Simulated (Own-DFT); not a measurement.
# What a defect does to the pressure of its cell: zincblende GaAs

Everything here is calculated. The program is Own-DFT (plane waves, in-house, since retired, never reviewed by a person); positions were held fixed, and spin and spin-orbit coupling were off.

Common settings: PBE; PseudoDojo norm-conserving scalar-relativistic files; cutoff 42 hartree; 3 x 3 x 3 k mesh centred on Gamma; Fermi-Dirac smearing of 0.1 eV.

Keep in mind (not all hold for every row): not probed for a lower state with spin; forces not confirmed at this smearing and k mesh; stress not checked against mesh or cutoff.

All runs share one cell, with vectors in Å (11.737, 0.000, 0.000); (0.000, 11.737, 0.000); (0.000, 0.000, 10.919) and a volume of 1504.3 Å³, strained against the parent crystal. The atoms are randomly displaced, by u rms on each axis. The defect's site can differ from row to row.

| cell | formula | u (Å) | P (GPa) |
|---|---|---|---|
| no defect | As32Ga32 | 0.0296 | 0.75 |
| no defect | As32Ga32 | 0.0471 | 1.04 |
| no defect | As32Ga32 | 0.0478 | 0.99 |
| one Al on a Ga site | AlAs32Ga31 | 0.0274 | 0.72 |
| one Al on a Ga site | AlAs32Ga31 | 0.0308 | 0.73 |
| one Al on a Ga site | AlAs32Ga31 | 0.0482 | 0.94 |
| one Al on a Ga site | AlAs32Ga31 | 0.0547 | ? |
| one As vacancy and one Ga vacancy | As31Ga31 | 0.0294 | 0.55 |
| one As vacancy and one Ga vacancy | As31Ga31 | 0.0306 | 0.49 |
| one As vacancy and one Ga vacancy | As31Ga31 | 0.0472 | 0.80 |
| one In on a Ga site | As32Ga31In | 0.0298 | 1.39 |
| one In on a Ga site | As32Ga31In | 0.0327 | 1.35 |
| one In on a Ga site | As32Ga31In | 0.0489 | 1.60 |
| one P on an As site | As31Ga32P | 0.0262 | 0.48 |
| one P on an As site | As31Ga32P | 0.0323 | 0.53 |
| one P on an As site | As31Ga32P | 0.0498 | 0.80 |

## Working it out

P = P0 + c u² + a shift for each defect gives P0 = 0.61 GPa, c = 176 ± 13 GPa/Å² and a scatter of 0.03 GPa. The shifts, and each times the cell's volume:

- one In on a Ga site: 0.58 ± 0.03 GPa, 5.4 eV
- one Al on a Ga site: -0.05 ± 0.03 GPa, -0.4 eV (not resolved)
- one As vacancy and one Ga vacancy: -0.24 ± 0.03 GPa, -2.2 eV
- one P on an As site: -0.26 ± 0.03 GPa, -2.4 eV

A positive shift means that the defect pushes the cell outwards. Shift times volume (160.2 GPa Å³ is 1 eV) depends little on the cell's size, so, taken for each site, it can be compared between cells at like pressure. The atoms around the defects weren't relaxed, which would change these numbers.

## Withheld run

Q: what pressure belongs in the blank (one Al on a Ga site, u = 0.0547 Å)?

Estimate: 1.09 ± 0.04 GPa. Computed: 1.10 GPa.
